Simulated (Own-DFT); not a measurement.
# Stretching a layer in its plane: wurtzite AlGaN with randomly placed atoms, 96 atoms (Al12Ga36N48)

No measurement is shown. These are fixed-geometry runs of a retired plane-wave code named Own-DFT, which no person has reviewed; spin and spin-orbit coupling are neglected.

Method: PBE; PseudoDojo norm-conserving scalar-relativistic files (stringent for Ga); cutoff 96 hartree; 3 x 4 x 3 k mesh centred on Gamma; Gaussian smearing of 0.01 eV.

Known weak points: k mesh not checked against a denser one; stress not checked against mesh or cutoff.

Unstrained cell vectors in Å: (12.679, 0.000, 0.000); (-4.755, 8.235, 0.000); (0.000, 0.000, 10.268). The unstrained cell has measured lattice constants (interpolated for alloys), not those of this functional. That, the random moves and any unrelaxed bonds set the pressure at no strain. Each run strains x and y alike by e, as a substrate would, and holds the height along z. Random moves of width 0.05 Å per axis were added to every atom. The random placing of the alloy's atoms differs from row to row. Stress is positive in tension.

| e (%) | u (Å) | (s_xx + s_yy)/2 (GPa) | s_zz (GPa) |
|---|---|---|---|
| -2.00 | 0.049 | -19.25 | -10.70 |
| -1.75 | 0.050 | -18.59 | -8.81 |
| -1.50 | 0.052 | -15.52 | -10.68 |
| -0.50 | 0.049 | ? | ? |
| -0.25 | 0.046 | -8.12 | -7.56 |
| 0.75 | 0.050 | -3.71 | -5.45 |
| 1.00 | 0.046 | -0.91 | -6.79 |
| 1.75 | 0.051 | 1.60 | -4.77 |
| 2.50 | 0.051 | 5.40 | -5.29 |
| 3.00 | 0.051 | 7.02 | -3.71 |

## Worked fit

With e as a fraction, the in-plane stress is -6.9 + 563 e - 3194 e² GPa (errors 14 and 914, scatter 0.65), and s_zz is -7.6 + 129 e GPa (slope ± 17, scatter 0.90). At e = 0 the first slope is C11 + C12 and the second 2 C13, both with the ions held to the strained lattice and at the cell's own pressure. The term in e² is negative: the layer stiffens under compression and softens under tension. A free layer would change its height as e changes, and the in-plane slope would drop by 2 C13²/C33 to the biaxial modulus. At fixed height, a misfit of 1 % moves the in-plane stress by about 5.6 GPa and s_zz by 1.3 GPa.

## Test on the hidden row

Q: what are the two stresses at e = -0.50 %?

Estimate: -9.8 and -8.2 GPa. DFT gave -9.77 and -7.86 GPa.
